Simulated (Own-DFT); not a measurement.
# Strain and stress in wurtzite AlGaN with randomly placed atoms, 72 atoms (Al9Ga27N36)

All numbers below are calculated, not measured. The program, named Own-DFT, is a retired in-house plane-wave density functional code that no person has reviewed. Each row is one single-point run on a periodic cell that was not relaxed, without spin or spin-orbit coupling.

Settings of every run: PBE; PseudoDojo norm-conserving scalar-relativistic files (stringent for Ga); cutoff 96 hartree; 4 x 4 x 3 k mesh centred on Gamma; Gaussian smearing of 0.01 eV.

Known limits: forces on such cells passed a denser k mesh, each cell not checked; stress not checked against mesh or cutoff.

Unstrained cell vectors in Å: (9.509, 0.000, 0.000); (-4.755, 8.235, 0.000); (0.000, 0.000, 10.268). The unstrained cell has measured lattice constants (interpolated for alloys), not those of this functional. That, the random moves and any unrelaxed bonds set the pressure at no strain. Each run strains this cell uniformly, with the atoms carried along. Every atom was also moved at random, by a Gaussian of width 0.05 Å on each axis. The random placing of the alloy's atoms differs from row to row. Strain is the symmetric tensor, in per cent. Stress is positive in tension, and the pressure is minus a third of its trace.

| run | e_xx (%) | e_yy (%) | e_zz (%) | s_xx (GPa) | s_yy (GPa) | s_zz (GPa) | P (GPa) | E (meV/atom) |
|---|---|---|---|---|---|---|---|---|
| 1 | 0.00 | 0.00 | -1.25 | -9.32 | -8.06 | -11.57 | 9.65 | 16.3 |
| 2 | 0.00 | 0.00 | -1.00 | -7.02 | -7.52 | -12.63 | 9.05 | 16.3 |
| 3 | 0.00 | 0.00 | 1.25 | -4.65 | -5.54 | -2.60 | 4.26 | 0.0 |
| 4 | 0.00 | 0.00 | 0.25 | -4.07 | -8.42 | -6.37 | 6.29 | 5.2 |
| 5 | 0.00 | 0.00 | 1.00 | -6.49 | -5.08 | -3.23 | 4.93 | 3.6 |
| 6 | 0.00 | 0.00 | 2.00 | -6.81 | -4.56 | 1.10 | 3.42 | 10.1 |
| 7 | 0.00 | 0.00 | 2.25 | -4.69 | -3.80 | 0.85 | 2.55 | 3.1 |
| 8 | 0.00 | 0.00 | 2.75 | -4.34 | -4.37 | 3.16 | 1.85 | 3.4 |
| 9 | 0.00 | 0.00 | 1.50 | ? | ? | ? | ? | ? |

E is the free energy for each atom above the lowest run shown.

## Worked fit

The change of volume is close to e_xx + e_yy + e_zz. A straight line through the runs shown gives P = 7.02 - 195 x (fractional change of volume) GPa, with an error of 6 on the slope and a scatter of 0.25 GPa. The strain isn't the same on all axes and the cell isn't cubic, so the slope belongs to this path and is not the bulk modulus.

## Withheld run

Question: what pressure should run 9 give? Its volume changes by 1.50 %.

The line gives 4.1 GPa. The calculation gave 4.42 GPa.
